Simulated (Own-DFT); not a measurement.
# What a defect does to the pressure of its cell: zincblende GaAs

Calculated, not measured: single-point runs of Own-DFT, a retired in-house plane-wave DFT program that no person has reviewed, on unrelaxed cells, without spin or spin-orbit coupling.

All runs used: PBE; PseudoDojo norm-conserving scalar-relativistic files; cutoff 42 hartree; 3 x 3 x 3 k mesh centred on Gamma; Fermi-Dirac smearing of 0.1 eV.

Keep in mind (not all hold for every row): not probed for a lower state with spin; forces not confirmed at this smearing and k mesh; stress not checked against mesh or cutoff.

All runs share one cell, with vectors in Å (10.862, 0.000, 0.000); (0.000, 10.862, 0.000); (0.000, 0.000, 11.796) and a volume of 1391.7 Å³, strained against the parent crystal. The atoms are randomly displaced, by u rms on each axis. The defect's site can differ from row to row.

| cell | formula | u (Å) | P (GPa) |
|---|---|---|---|
| no defect | As32Ga32 | 0.0284 | 6.69 |
| no defect | As32Ga32 | 0.0286 | 6.66 |
| no defect | As32Ga32 | 0.0487 | 7.02 |
| one As vacancy and one Ga vacancy | As31Ga31 | 0.0287 | 6.05 |
| one As vacancy and one Ga vacancy | As31Ga31 | 0.0288 | ? |
| one As vacancy and one Ga vacancy | As31Ga31 | 0.0509 | 6.34 |
| one As vacancy and one Ga vacancy | As31Ga31 | 0.0534 | 6.18 |
| one P on an As site | As31Ga32P | 0.0288 | 6.39 |
| one P on an As site | As31Ga32P | 0.0304 | 6.42 |
| one P on an As site | As31Ga32P | 0.0509 | 6.80 |
| one Al on a Ga site | AlAs32Ga31 | 0.0294 | 6.65 |
| one Al on a Ga site | AlAs32Ga31 | 0.0301 | 6.65 |
| one Al on a Ga site | AlAs32Ga31 | 0.0534 | 7.03 |
| one In on a Ga site | As32Ga31In | 0.0286 | 7.43 |
| one In on a Ga site | As32Ga31In | 0.0290 | 7.47 |
| one In on a Ga site | As32Ga31In | 0.0316 | 7.37 |

## Worked fit

P = P0 + c u² + a shift for each defect gives P0 = 6.55 GPa, c = 181 ± 26 GPa/Å² and a scatter of 0.08 GPa. The shifts, and each times the cell's volume:

- one In on a Ga site: 0.71 ± 0.06 GPa, 6.2 eV
- one Al on a Ga site: -0.05 ± 0.06 GPa, -0.5 eV (not resolved)
- one P on an As site: -0.28 ± 0.06 GPa, -2.4 eV
- one As vacancy and one Ga vacancy: -0.74 ± 0.06 GPa, -6.4 eV

Against the defect-free cell, a freed cell would be larger where the shift is positive and smaller where it is negative (160.2 GPa Å³ is 1 eV). The atoms around the defects weren't relaxed, which would change these numbers.

## Withheld run

Asked: what pressure belongs in the blank (one As vacancy and one Ga vacancy, u = 0.0288 Å)?

The fit gives 5.96 ± 0.09 GPa. The calculation gave 5.96 GPa.
